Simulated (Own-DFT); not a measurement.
# Which defects push the lattice out? C40 NbSi2

Everything here is calculated. The program is Own-DFT (plane waves, in-house, since retired, never reviewed by a person); positions were held fixed, and spin and spin-orbit coupling were off.

Method: PBE; PseudoDojo norm-conserving scalar-relativistic files; cutoff 42 hartree; 4 x 4 x 5 k mesh centred on Gamma; cold (Marzari-Vanderbilt) smearing of 0.2 eV.

Known weak points: forces on such cells failed a check on a denser k mesh; stress not checked against mesh or cutoff.

All runs share one cell, with vectors in Å (0.000, 8.324, 0.000); (-9.613, 0.000, 0.000); (0.000, 0.000, 6.586) and a volume of 527.0 Å³. The atoms are randomly displaced, by u rms on each axis. The defect's site can differ from row to row.

| cell | formula | u (Å) | P (GPa) |
|---|---|---|---|
| no defect | Nb12Si24 | 0.0187 | 1.47 |
| no defect | Nb12Si24 | 0.0202 | 1.53 |
| no defect | Nb12Si24 | 0.0450 | 2.39 |
| one Si vacancy | Nb12Si23 | 0.0262 | 0.87 |
| one Si vacancy | Nb12Si23 | 0.0318 | 1.06 |
| one Si vacancy | Nb12Si23 | 0.0550 | 2.21 |
| two Nb vacancies | Nb10Si24 | 0.0304 | -0.14 |
| two Nb vacancies | Nb10Si24 | 0.0316 | 0.11 |
| two Nb vacancies | Nb10Si24 | 0.0471 | 0.43 |
| two Nb on a Si site each | Nb14Si22 | 0.0286 | 7.27 |
| two Nb on a Si site each | Nb14Si22 | 0.0447 | 8.43 |
| two Nb on a Si site each | Nb14Si22 | 0.0541 | 8.77 |
| two Si on a Nb site each | Nb10Si26 | 0.0288 | 1.75 |
| two Si on a Nb site each | Nb10Si26 | 0.0312 | 1.54 |
| two Si on a Nb site each | Nb10Si26 | 0.0473 | 2.40 |
| two Si on a Nb site each | Nb10Si26 | 0.0500 | ? |

## Analysis

P = P0 + c u² + a shift for each defect gives P0 = 1.26 GPa, c = 575 ± 53 GPa/Å² and a scatter of 0.16 GPa. The shifts, and each times the cell's volume:

- two Nb on a Si site each: 5.79 ± 0.14 GPa, 19.1 eV (9.5 eV for each of its 2 sites)
- two Si on a Nb site each: -0.14 ± 0.13 GPa, -0.5 eV (-0.2 eV for each of its 2 sites) (not resolved)
- one Si vacancy: -0.79 ± 0.14 GPa, -2.6 eV
- two Nb vacancies: -1.93 ± 0.13 GPa, -6.3 eV (-3.2 eV for each of its 2 sites)

Positive is outwards. The product with the volume (160.2 GPa Å³ to the eV) is nearly free of the cell's size; divided by the bulk modulus at the cell's pressure it gives the volume that the defect adds. The atoms around the defects weren't relaxed, which would change these numbers.

## Check

Question: what pressure belongs in the blank (two Si on a Nb site each, u = 0.0500 Å)?

Estimate: 2.56 ± 0.20 GPa. DFT gave 2.15 GPa.
